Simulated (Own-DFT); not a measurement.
# How strain changes the stress of wurtzite AlGaN with randomly placed atoms, 72 atoms (Al9Ga27N36)

These are calculations, not measurements. They come from Own-DFT, an in-house plane-wave density functional program, since retired, whose code no person has reviewed. Each row is one single-point run on a periodic cell that was not relaxed, without spin or spin-orbit coupling.

Settings of every run: PBE; PseudoDojo norm-conserving scalar-relativistic files (stringent for Ga); cutoff 96 hartree; 4 x 4 x 3 k mesh centred on Gamma; Gaussian smearing of 0.01 eV.

Known limits: forces on such cells passed a denser k mesh, each cell not checked; stress not checked against mesh or cutoff.

Unstrained cell vectors in Å: (9.509, 0.000, 0.000); (-4.755, 8.235, 0.000); (0.000, 0.000, 10.268). The unstrained cell has measured lattice constants (interpolated for alloys), not those of this functional. That, the random moves and any unrelaxed bonds set the pressure at no strain. Each run strains this cell uniformly, with the atoms carried along. Every atom was also moved at random, by a Gaussian of width 0.05 Å on each axis. The random placing of the alloy's atoms differs from row to row. Strain is the symmetric tensor, in per cent. Stress is positive in tension, and the pressure is minus a third of its trace.

```
run,e_xx (%),e_yy (%),e_zz (%),s_xx (GPa),s_yy (GPa),s_zz (GPa),P (GPa),E (meV/atom)
1,-2.75,-2.75,0.00,-22.79,-27.10,-11.13,20.34,74.8
2,1.50,1.50,0.00,1.88,0.90,-6.36,1.19,0.0
3,0.50,0.50,0.00,-4.13,-4.00,-7.29,5.14,5.3
4,-0.75,-0.75,0.00,-11.70,-12.32,-9.03,11.02,38.1
5,2.00,2.00,0.00,1.57,4.74,-6.42,0.04,9.7
6,-1.75,-1.75,0.00,-15.96,-17.27,-9.93,14.39,22.9
7,2.50,2.50,0.00,4.21,5.35,-3.12,-2.15,4.9
8,-1.00,-1.00,0.00,-10.85,-12.04,-11.13,11.34,19.0
9,1.00,1.00,0.00,?,?,?,?,?
```

E is the free energy for each atom above the lowest run shown.

## Worked fit

The change of volume is close to e_xx + e_yy + e_zz. A straight line through the runs shown gives P = 7.86 - 208 x (fractional change of volume) GPa, with an error of 8 on the slope and a scatter of 0.76 GPa. The strain isn't the same on all axes and the cell isn't cubic, so the slope belongs to this path and is not the bulk modulus.

## Withheld run

Question: what pressure should run 9 give? Its volume changes by 2.01 %.

The line gives 3.7 GPa. The calculation gave 2.69 GPa.
